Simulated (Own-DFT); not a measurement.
# A surface energy from a slab and the bulk: wurtzite AlN, m plane (10-10)

No measurement is shown. These are fixed-geometry runs of a retired plane-wave code named Own-DFT, which no person has reviewed; spin and spin-orbit coupling are neglected.

Limits (not all hold for every row): some atoms lie very close together; k mesh not checked against a denser one.

Both sets of runs: PBE; PseudoDojo norm-conserving scalar-relativistic files; cutoff 42 hartree; Gaussian smearing of 0.01 eV. The slab has 128 atoms in 16 layers, two equal faces of 62.02 Å² as cut, 15 Å of vacuum, a dipole correction along the normal and a 6 x 3 x 1 mesh. The bulk cell has 128 atoms, the same measured lattice constants and a 3 x 3 x 3 mesh. In the slab only the 32 atoms nearest the faces were moved at random; u is their rms move along one axis. Energies are counted from -174.06 eV for each atom.

```
slab run   u (Å)  E (eV, cell)
       1  0.0449        20.652
       2  0.0450        20.691
       3  0.0503        21.682
       4  0.0528        21.247
       5  0.0533        21.467
       6  0.0537        22.160
       7  0.0539        19.675
       8  0.0865        24.895
       9  0.0909        25.769
      10  0.0996        29.179
      11  0.1027        29.870
      12  0.1075        29.769
```

```
bulk run   u (Å)  E (meV/atom)
       1  0.0191         -3.48
       2  0.0196         -2.63
       3  0.0198         -1.90
       4  0.0200         -1.50
       5  0.0205         -0.64
       6  0.0206         -0.86
       7  0.1014        309.89
       8  0.1018        317.06
       9  0.1018        340.37
      10  0.1042        308.77
```

Question: what is the energy of the unrelaxed surface?

## Answer

Take each set to u = 0 with E = a + b u². Rows are weighted down as u grows, with residuals divided by u² + 0.0006 Å². Slab: a = 18.69 ± 0.43 eV. Bulk: a = -14.5 ± 0.5 meV/atom. The excess is 18.69 - 128 x (-0.0145) = 20.54 ± 0.44 eV. Over two faces that is 166 meV/Å², or 2.65 ± 0.06 J/m². Relaxing the faces would lower the energy, and the unlike meshes and the reach from the smallest u down to zero add errors that aren't counted here.
